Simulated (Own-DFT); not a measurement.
# Strain and stress in wurtzite AlGaN with randomly placed atoms, 72 atoms (Al27Ga9N36)

These are calculations, not measurements. The program, named Own-DFT, is a retired in-house plane-wave density functional code that no person has reviewed. Each row is one single-point run on a periodic cell that was not relaxed, without spin or spin-orbit coupling.

Settings of every run: PBE; PseudoDojo norm-conserving scalar-relativistic files; cutoff 42 hartree; 4 x 4 x 3 k mesh centred on Gamma; Fermi-Dirac smearing of 0.1 eV.

Known limits: forces on such cells passed a denser k mesh, each cell not checked; stress not checked against mesh or cutoff.

Unstrained cell vectors in Å: (9.394, 0.000, 0.000); (-4.697, 8.135, 0.000); (0.000, 0.000, 10.066). The unstrained cell has measured lattice constants (interpolated for alloys), not those of this functional. That, the random moves and any unrelaxed bonds set the pressure at no strain. Each run strains this cell uniformly, with the atoms carried along. Every atom was also moved at random, by a Gaussian of width 0.05 Å on each axis. The random placing of the alloy's atoms differs from row to row. Strain is the symmetric tensor, in per cent. Stress is positive in tension, and the pressure is minus a third of its trace.

| run | e_xx (%) | e_yy (%) | e_zz (%) | s_xx (GPa) | s_yy (GPa) | s_zz (GPa) | P (GPa) | E (meV/atom) |
|---|---|---|---|---|---|---|---|---|
| 1 | 3.00 | 3.00 | 0.00 | 8.43 | 6.94 | -1.49 | -4.63 | 12.3 |
| 2 | 1.25 | 1.25 | 0.00 | 0.24 | 0.73 | -5.63 | 1.55 | 4.6 |
| 3 | 1.75 | 1.75 | 0.00 | 2.18 | 3.47 | -4.14 | -0.50 | 2.6 |
| 4 | 0.25 | 0.25 | 0.00 | -5.15 | -6.18 | -5.43 | 5.59 | 21.7 |
| 5 | 0.75 | 0.75 | 0.00 | -2.64 | -1.44 | -5.87 | 3.32 | 0.0 |
| 6 | -3.00 | -3.00 | 0.00 | -26.61 | -26.35 | -13.07 | 22.01 | 97.6 |
| 7 | -2.50 | -2.50 | 0.00 | -22.10 | -24.38 | -9.56 | 18.68 | 51.5 |
| 8 | -1.75 | -1.75 | 0.00 | -18.41 | -16.87 | -7.52 | 14.27 | 25.3 |
| 9 | 2.50 | 2.50 | 0.00 | ? | ? | ? | ? | ? |

E is the free energy for each atom above the lowest run shown.

## Worked fit

The change of volume is close to e_xx + e_yy + e_zz. A straight line through the runs shown gives P = 7.49 - 223 x (fractional change of volume) GPa, with an error of 9 on the slope and a scatter of 1.02 GPa. The strain isn't the same on all axes and the cell isn't cubic, so the slope belongs to this path and is not the bulk modulus.

## Withheld run

Question: what pressure should run 9 give? Its volume changes by 5.06 %.

The line gives -3.8 GPa. The calculation gave -3.25 GPa.
